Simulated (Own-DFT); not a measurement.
## Calculated data, Al31GaO48 (corundum with substituted atoms, atoms displaced), Al32O47 (corundum with one vacancy, atoms displaced)

All values are calculated (Own-DFT development build). A calculation, not a measurement: plane-wave PBE density functional theory by an unreviewed code, no spin, of a simulated periodic cell, stress positive in tension, free energy of the whole cell less one offset for each atom, defect cell not probed for a lower state with spin; oxygen file: force components 24 meV/angstrom off all-electron in one glass; forces on such cells passed a denser k mesh, this cell's mesh not checked; offsets are fitted by least squares, one for each functional and potential file, so energies compare only between cells with the same atoms and settings and are not formation energies; the far tail of each file's local potential was reset to the Coulomb form; each entry is a single point on an unrelaxed cell, so the pressure reflects the starting lattice, mostly measured values, from which strain is counted, and rises with the displacements; printed positions are rounded, which can move forces by about a meV/angstrom; the program is a retired in-house code; no spin-orbit coupling; before rounding, a Quantum ESPRESSO 7.3.1 run of the same cell and cutoff gave forces within 1 meV/angstrom rms on each cell, which checks the program and not the settings.

Settings shared by all entries: functional PBE; potential files PseudoDojo norm-conserving, scalar-relativistic, standard set; wave cutoff 72 hartree; occupations Fermi-Dirac; smearing width 0.1 eV; k mesh 3 x 3 x 3 centred on Gamma.

(1) Al31GaO48 (corundum with substituted atoms, atoms displaced)

```
CELL_PARAMETERS angstrom
5.49400 0.00000 8.66040
-2.74700 4.75790 8.66040
-2.74700 -4.75790 8.66040
ATOMIC_POSITIONS crystal
Al 0.17844 0.17643 0.17153
Al 0.31995 0.32244 0.33293
Al 0.42192 0.42944 0.42831
Al 0.07256 0.07501 0.07209
O 0.28168 0.47720 0.12057
O 0.47401 0.11964 0.28637
O 0.12929 0.27908 0.46879
O 0.22111 0.03124 0.37629
O 0.02738 0.37245 0.22756
O 0.38166 0.21289 0.03001
Al 0.17361 0.17382 0.68057
Al 0.31994 0.32667 0.82285
Al 0.42623 0.42745 0.92814
Al 0.07554 0.07734 0.56566
O 0.28182 0.46590 0.62700
O 0.47516 0.11946 0.78292
O 0.12134 0.27732 0.97290
O 0.22134 0.02719 0.87796
O 0.02492 0.37301 0.72154
O 0.37230 0.22108 0.52800
Al 0.17312 0.67911 0.17429
Al 0.32554 0.81910 0.32243
Al 0.42930 0.92565 0.42442
Al 0.07447 0.56820 0.07429
O 0.27964 0.97232 0.12304
O 0.47376 0.62389 0.28035
O 0.12616 0.77953 0.47282
O 0.21841 0.53470 0.37224
O 0.03319 0.87657 0.21647
O 0.37758 0.71638 0.03146
Al 0.17771 0.67706 0.67405
Al 0.32147 0.82214 0.82644
Al 0.42741 0.92456 0.92309
Al 0.07507 0.57133 0.57973
O 0.27508 0.97515 0.62419
O 0.46263 0.62349 0.78972
O 0.12597 0.77546 0.97723
O 0.22302 0.53164 0.87303
O 0.02779 0.87285 0.73155
O 0.37421 0.71955 0.52989
Al 0.67760 0.18296 0.17300
Al 0.82848 0.32623 0.32358
Al 0.91694 0.42943 0.42859
Al 0.57154 0.06481 0.08265
O 0.77866 0.47313 0.12420
O 0.96839 0.12719 0.27722
O 0.62234 0.27902 0.47218
O 0.72480 0.02795 0.37287
O 0.52752 0.37611 0.21829
O 0.87649 0.21321 0.03452
Al 0.68204 0.17531 0.67432
Al 0.82621 0.31591 0.82582
Al 0.91984 0.42380 0.92873
Al 0.57860 0.06866 0.57462
O 0.78118 0.47288 0.62424
O 0.97429 0.12653 0.77379
O 0.62707 0.27013 0.97982
O 0.72424 0.02652 0.87372
O 0.53132 0.37075 0.72807
O 0.87557 0.22283 0.52947
Al 0.67475 0.68164 0.17686
Al 0.81582 0.82567 0.32702
Al 0.91598 0.93144 0.43091
Al 0.57386 0.57540 0.07595
O 0.78030 0.96697 0.12304
O 0.97197 0.63062 0.27441
O 0.62737 0.77657 0.47526
O 0.72256 0.53163 0.37664
O 0.53141 0.87700 0.22098
O 0.87455 0.72199 0.02820
Al 0.67946 0.67294 0.67626
Al 0.82370 0.82659 0.82041
Al 0.92145 0.92462 0.93244
Ga 0.57231 0.58153 0.56816
O 0.77654 0.97362 0.62093
O 0.97457 0.62750 0.77351
O 0.62940 0.76976 0.97445
O 0.72191 0.52718 0.87576
O 0.53196 0.87171 0.72497
O 0.87253 0.72458 0.52817
```

* free energy of cell above offsets: -56.718 eV
* pressure: 8.78 GPa
* stress xx: -9.81 GPa
* stress yy: -8.67 GPa
* stress zz: -7.85 GPa
* stress yz: -0.27 GPa
* stress xz: 0.29 GPa
* stress xy: -0.83 GPa

Force:
```
element  x (eV/Å)  y (eV/Å)  z (eV/Å)
     Al     0.036    -0.769     0.002
     Al     0.946     1.249    -0.259
     Al     0.984     -0.15    -0.744
     Al     0.389    -1.105     0.441
      O     -0.31    -1.323    -0.549
      O     0.215     0.587    -0.187
      O    -1.408    -0.145    -0.936
      O     1.005     0.275    -0.965
      O     0.308     0.429    -0.291
      O    -1.255      0.69    -0.213
     Al     0.525     0.292    -0.427
     Al     0.994    -1.038     0.682
     Al     0.575    -0.827    -0.289
     Al    -0.262     -1.29     1.186
      O    -0.694     0.616    -0.074
      O    -0.152     0.725     -0.13
      O     0.198     0.481     0.503
      O     0.447     0.372    -0.332
      O    -0.137    -0.023     0.915
      O     0.241    -0.312     0.964
     Al     0.111    -0.148     0.066
     Al    -0.942     0.697     0.219
     Al     -1.26     -0.15     0.297
     Al    -0.333     0.606     1.232
      O     0.059    -0.342     0.308
      O     0.038    -0.014     0.181
      O     -0.25    -0.095    -0.168
      O     0.154    -1.045     0.703
      O    -0.915    -0.442     0.148
      O    -0.248     0.772     0.358
     Al    -0.919    -0.089     0.297
     Al    -0.218     0.082     0.114
     Al    -0.199    -0.617     0.263
     Al    -0.233     0.937     -0.95
      O     0.737     -0.71     0.139
      O     1.006     1.088     0.731
      O    -0.346     0.916    -0.628
      O     0.227    -0.646    -0.768
      O     0.606     0.979    -0.846
      O    -1.006     1.586    -0.511
     Al    -0.545     -1.04    -0.975
     Al    -0.351    -0.081    -1.486
     Al     1.481     0.263     1.738
     Al     0.512      2.27     1.387
      O     0.022    -0.577      0.31
      O     0.063    -0.145     0.599
      O     0.416     0.103     0.618
      O    -0.452     0.036    -0.237
      O    -0.478    -0.181     0.837
      O    -0.083     1.484     -0.03
     Al    -1.372    -0.228    -0.388
     Al    -0.581      0.52    -0.014
     Al     0.181     0.445     0.427
     Al    -1.287      0.75    -0.148
      O    -0.045    -0.656     0.491
      O    -0.285    -0.689    -0.234
      O     0.009     0.857     -0.19
      O    -0.257    -0.185    -0.097
      O    -0.042    -0.206    -0.563
      O    -0.111     0.329     -0.39
     Al     1.028    -0.096    -0.766
     Al     1.734     0.677     0.937
     Al     2.546     0.526    -0.689
     Al     0.141     -0.17    -0.519
      O    -1.081    -0.508     0.675
      O    -0.369    -1.085    -0.773
      O    -1.016     0.803     0.029
      O     1.628      1.01    -1.446
      O    -0.426    -1.743    -0.943
      O     0.073    -0.479    -0.118
     Al    -0.397    -0.463      0.17
     Al      0.11    -0.641     0.413
     Al       1.5     0.578    -0.084
     Ga    -0.496    -2.635    -0.054
      O    -0.357    -0.729     1.159
      O    -0.123    -0.724    -0.309
      O    -0.547     0.937     0.316
      O     0.223    -0.413     0.022
      O    -0.056     0.168    -0.536
      O     0.375    -0.176     0.379
```

(2) Al32O47 (corundum with one vacancy, atoms displaced)

```
CELL_PARAMETERS angstrom
5.49400 0.00000 8.66040
-2.74700 4.75790 8.66040
-2.74700 -4.75790 8.66040
ATOMIC_POSITIONS crystal
Al 0.18393 0.15954 0.17894
Al 0.32113 0.33243 0.33531
Al 0.43381 0.42024 0.42928
Al 0.05932 0.07656 0.08747
O 0.26483 0.48209 0.12716
O 0.49052 0.10253 0.28669
O 0.11305 0.28257 0.48154
O 0.21326 0.01938 0.38154
O 0.05836 0.35827 0.21957
O 0.34762 0.23472 0.03965
Al 0.19174 0.15135 0.69209
Al 0.34338 0.31239 0.82682
Al 0.42079 0.41483 0.92493
Al 0.06776 0.08842 0.56163
O 0.27701 0.48708 0.61187
O 0.46779 0.14383 0.77046
O 0.12097 0.29257 0.96984
O 0.23881 0.03281 0.86912
O 0.01912 0.39055 0.72263
O 0.36468 0.22495 0.53441
Al 0.17205 0.69455 0.17732
Al 0.31825 0.81813 0.32522
Al 0.42534 0.91727 0.41850
Al 0.08577 0.56595 0.07282
O 0.26259 0.99229 0.12903
O 0.46126 0.62361 0.29657
O 0.12797 0.77135 0.47477
O 0.22843 0.51737 0.38055
O 0.03562 0.87907 0.21223
O 0.36142 0.73970 0.01493
Al 0.15892 0.68252 0.68380
Al 0.31346 0.80503 0.84581
Al 0.44193 0.91384 0.92281
Al 0.06549 0.60785 0.55520
O 0.27957 0.96597 0.62320
O 0.47012 0.62068 0.78291
O 0.12398 0.77225 0.97444
O 0.23411 0.53529 0.86915
O 0.01746 0.87788 0.71689
O 0.38032 0.71899 0.52516
Al 0.67854 0.17786 0.16987
Al 0.80438 0.32760 0.33788
Al 0.90177 0.44046 0.44904
Al 0.57112 0.08370 0.05839
O 0.96800 0.12364 0.28656
O 0.61551 0.28318 0.48102
O 0.72585 0.03327 0.36507
O 0.53658 0.36299 0.24085
O 0.87732 0.20768 0.03841
Al 0.67426 0.17964 0.68566
Al 0.82349 0.34147 0.80901
Al 0.92860 0.43599 0.91094
Al 0.56785 0.08528 0.58344
O 0.78646 0.46449 0.61567
O 0.97748 0.10594 0.77727
O 0.61535 0.28550 0.96838
O 0.72934 0.02950 0.88462
O 0.54450 0.37794 0.70487
O 0.88043 0.20878 0.53927
Al 0.67951 0.67272 0.19688
Al 0.82430 0.80274 0.34498
Al 0.92589 0.92207 0.42979
Al 0.57487 0.57769 0.07007
O 0.76028 0.98984 0.12135
O 0.97862 0.63063 0.26748
O 0.62437 0.77186 0.47572
O 0.71586 0.53839 0.39119
O 0.53834 0.89830 0.21096
O 0.86491 0.74135 0.03619
Al 0.67925 0.68515 0.67422
Al 0.83911 0.81040 0.81353
Al 0.91964 0.92708 0.93277
Al 0.56758 0.57422 0.57630
O 0.77655 0.98085 0.61458
O 0.96740 0.63007 0.78089
O 0.61432 0.79273 0.97585
O 0.73141 0.52557 0.87110
O 0.53779 0.87634 0.71369
O 0.87747 0.72269 0.51033
```

- free energy of cell above offsets: -39.905 eV
- pressure: 15.99 GPa
- stress xx: -17.69 GPa
- stress yy: -14.9 GPa
- stress zz: -15.37 GPa
- stress yz: 0.33 GPa
- stress xz: 2.26 GPa
- stress xy: -0.23 GPa

Force:
```
element  x (eV/Å)  y (eV/Å)  z (eV/Å)
     Al     -5.26     1.346     1.667
     Al     0.731    -0.898    -3.903
     Al    -2.713     0.276    -0.618
     Al     1.476     2.018     1.449
      O     2.925    -1.081     2.014
      O    -3.757     2.458     0.669
      O     0.544     0.362     0.518
      O     1.142    -0.206     0.229
      O    -3.425     0.445    -0.797
      O     5.379     1.179     1.713
     Al    -1.442     3.188    -3.081
     Al    -5.712     2.869    -1.579
     Al    -1.411     0.903     4.329
     Al     2.523    -2.481     2.754
      O    -0.591    -2.142     1.109
      O     2.929    -3.121    -1.076
      O     0.134     0.064    -0.922
      O    -1.067    -2.354     0.663
      O     0.941     0.109    -0.981
      O     1.478    -0.619     1.618
     Al     1.788    -2.689    -3.691
     Al    -0.672     0.902     1.919
     Al     -1.15     0.519     3.002
     Al    -1.652    -0.836     0.098
      O     4.584    -2.394    -3.064
      O     2.031     1.968    -0.565
      O    -2.058     2.254    -0.364
      O    -1.943     2.957     0.878
      O    -1.618    -1.265     0.967
      O     2.201    -3.406      3.66
     Al     3.847    -0.565     1.751
     Al     1.721     4.448    -2.112
     Al    -4.054      2.97    -1.492
     Al      4.12    -5.878    -2.094
      O     0.042    -0.838     0.629
      O     1.164    -0.063     0.432
      O    -1.384     0.745     -0.01
      O    -0.404     0.861    -2.244
      O     0.515    -0.306     0.055
      O     -0.94     0.432    -0.963
     Al    -0.401    -2.118    -1.439
     Al     3.608     0.816     0.722
     Al     12.58     5.029    -4.631
     Al    -1.205    -1.296     3.657
      O    -0.549     0.117    -0.319
      O     0.971    -0.411     0.834
      O    -0.082    -2.245     1.448
      O     0.156     2.747    -0.578
      O    -0.732     3.149    -0.174
     Al     2.949    -1.137      0.06
     Al      1.66     -3.28     -0.95
     Al      1.25    -3.111     0.829
     Al     1.654      0.91    -2.878
      O    -9.538    -4.719     6.068
      O    -1.111     1.819     3.037
      O     0.334     0.866     0.773
      O    -0.282     3.301     -4.33
      O    -2.355    -2.398    -0.333
      O    -4.022     3.041    -2.603
     Al    -0.026     2.584    -0.485
     Al    -1.187     6.738    -3.323
     Al    -1.539      3.69    -0.041
     Al    -0.162    -1.533     0.667
      O     3.179    -1.346     1.284
      O    -1.855    -1.678     0.355
      O     0.239    -0.819     0.638
      O     2.504     0.461    -2.322
      O     0.241    -4.111    -4.851
      O     1.822    -2.174    -2.463
     Al    -1.515    -0.239    -2.479
     Al    -5.805     1.766     3.375
     Al    -0.182    -0.499     0.975
     Al    -2.535     0.373     2.686
      O    -0.341    -2.256     0.636
      O      1.92    -0.255    -1.714
      O     2.616    -1.581     0.407
      O    -2.254     0.802    -0.066
      O    -0.609    -0.356     1.375
      O    -0.357     -2.78     3.585
```

(3) Al32O47 (corundum with one vacancy, atoms displaced)

```
CELL_PARAMETERS angstrom
5.49400 0.00000 8.66040
-2.74700 4.75790 8.66040
-2.74700 -4.75790 8.66040
ATOMIC_POSITIONS crystal
Al 0.17671 0.17730 0.17827
Al 0.32387 0.32458 0.32589
Al 0.42818 0.43158 0.42046
Al 0.07273 0.07232 0.07501
O 0.27798 0.47120 0.12622
O 0.46587 0.12782 0.28018
O 0.12394 0.27935 0.47519
O 0.22603 0.02901 0.37526
O 0.02938 0.37411 0.22244
Al 0.17308 0.17739 0.67648
Al 0.33339 0.32275 0.82238
Al 0.41933 0.43279 0.92924
Al 0.07370 0.07760 0.57242
O 0.28173 0.47351 0.62078
O 0.47655 0.12320 0.78086
O 0.12254 0.27459 0.97704
O 0.21627 0.03199 0.87805
O 0.02813 0.37173 0.72777
O 0.38507 0.21505 0.52327
Al 0.17736 0.67300 0.17524
Al 0.32832 0.82494 0.32140
Al 0.42330 0.92830 0.43028
Al 0.07435 0.55970 0.08361
O 0.27334 0.97374 0.12748
O 0.47506 0.62778 0.27426
O 0.12464 0.78197 0.46862
O 0.22479 0.52253 0.37379
O 0.03326 0.87447 0.22302
O 0.37505 0.72407 0.02964
Al 0.17481 0.67353 0.67878
Al 0.33111 0.81645 0.82687
Al 0.43090 0.92497 0.92511
Al 0.06732 0.58281 0.57221
O 0.27484 0.97258 0.62854
O 0.46969 0.62864 0.77831
O 0.12707 0.77528 0.97019
O 0.22329 0.52406 0.87585
O 0.02909 0.86895 0.72235
O 0.37659 0.72533 0.52751
Al 0.66513 0.18290 0.17678
Al 0.82096 0.32987 0.32076
Al 0.92998 0.42478 0.42579
Al 0.57320 0.07471 0.07515
O 0.77330 0.47669 0.12674
O 0.97242 0.12534 0.27604
O 0.62164 0.28359 0.47290
O 0.72342 0.02793 0.37188
O 0.52507 0.38018 0.22365
O 0.87522 0.21897 0.03023
Al 0.67371 0.17916 0.67358
Al 0.82216 0.32714 0.82606
Al 0.91783 0.43110 0.93027
Al 0.57308 0.07336 0.57564
O 0.77967 0.46770 0.62571
O 0.97427 0.12424 0.77946
O 0.62404 0.28045 0.97363
O 0.72033 0.02726 0.88045
O 0.52553 0.37139 0.72587
O 0.87074 0.22593 0.52655
Al 0.67513 0.68017 0.17205
Al 0.81624 0.82693 0.32555
Al 0.92534 0.92276 0.42279
Al 0.57521 0.56718 0.07144
O 0.78315 0.96888 0.12294
O 0.96465 0.62215 0.27767
O 0.62738 0.78106 0.47141
O 0.72777 0.52400 0.37925
O 0.52643 0.87618 0.22085
O 0.87718 0.72372 0.02751
Al 0.67308 0.67380 0.68154
Al 0.81950 0.82503 0.83356
Al 0.92633 0.92391 0.92683
Al 0.57999 0.56282 0.57669
O 0.78373 0.97091 0.61661
O 0.97437 0.62760 0.77308
O 0.62489 0.78184 0.96787
O 0.72551 0.52765 0.86815
O 0.52823 0.87580 0.72428
O 0.86770 0.72747 0.53526
```

* free energy of cell above offsets: -56.345 eV
* pressure: 7.22 GPa
* stress xx: -7.42 GPa
* stress yy: -7.38 GPa
* stress zz: -6.86 GPa
* stress yz: -0.54 GPa
* stress xz: 0.49 GPa
* stress xy: -0.53 GPa

Force:
```
element  x (eV/Å)  y (eV/Å)  z (eV/Å)
     Al     1.094     0.265    -0.947
     Al    -0.349    -0.517    -0.076
     Al    -0.611     -0.83       0.2
     Al    -0.039     0.411     0.866
      O    -0.146    -0.262     0.172
      O     0.705     0.281     0.327
      O     0.239     0.311    -0.199
      O    -0.535     0.087    -0.124
      O    -0.224    -0.903    -0.435
     Al     0.376    -0.712     0.675
     Al    -1.663    -0.686    -1.221
     Al     1.025    -0.597    -0.677
     Al    -0.173    -0.979     -0.55
      O    -0.135     -0.28     0.089
      O     0.024     0.115    -0.331
      O     0.143     1.167     0.584
      O     1.271    -0.043    -0.204
      O      -0.1     1.135     0.058
      O     -1.36     0.242    -0.268
     Al     -0.88     0.646      0.19
     Al    -0.888    -0.075    -0.257
     Al      0.26    -0.504    -0.321
     Al    -0.305     2.562     0.591
      O     1.134    -0.115     0.276
      O    -0.048    -0.111    -0.147
      O     0.509    -0.416    -0.084
      O    -0.931     0.263     0.354
      O     0.047    -0.917    -1.441
      O     0.516    -0.373    -0.467
     Al     0.421     0.756    -0.174
     Al     -2.16     1.407     0.135
     Al    -1.611     0.164    -0.124
     Al     0.963    -0.964     0.251
      O     0.425    -0.094     0.198
      O     1.048    -0.777     -0.42
      O     0.236    -0.516     0.411
      O    -0.242    -0.272      0.49
      O    -0.762     0.823     0.966
      O     0.316    -0.762    -0.195
     Al     1.603     -0.78     0.634
     Al     0.578    -1.372    -0.034
     Al    -0.656    -0.531     -0.42
     Al    -0.832     0.418    -0.571
      O     0.352     0.423    -0.405
      O    -0.818    -0.041     0.407
      O     0.299     0.101    -0.171
      O    -0.616     0.334    -0.167
      O     0.701    -0.171    -0.771
      O    -1.289     0.496     -0.24
     Al     1.057    -0.726    -0.096
     Al     1.368    -0.699    -0.381
     Al     2.318    -0.218     0.288
     Al      0.98     0.211     0.304
      O    -0.619     0.028     0.373
      O    -0.515     0.102    -0.647
      O    -0.464     0.259     -0.03
      O     0.489     0.821     -0.52
      O     0.199     0.417     0.881
      O     0.699     -0.52     0.548
     Al    -0.259    -0.632     0.448
     Al     1.073      0.31     0.419
     Al    -0.097     0.747     1.254
     Al    -0.838     0.994     1.217
      O    -1.081     0.124    -0.005
      O     0.252     0.517     1.623
      O    -0.837    -0.728    -0.697
      O    -0.353     1.193    -1.124
      O     0.361    -0.013     0.396
      O    -0.189     -0.83     -0.78
     Al      0.43     1.661    -0.317
     Al     1.495     1.625     -0.73
     Al     0.678     0.264     0.534
     Al     -0.79      1.21     0.206
      O    -1.468    -0.627     0.916
      O    -0.883    -0.976    -0.073
      O     0.402    -0.838     0.065
      O    -1.097    -1.017     0.922
      O     0.022    -0.389    -0.399
      O     0.756    -0.077    -1.031
```
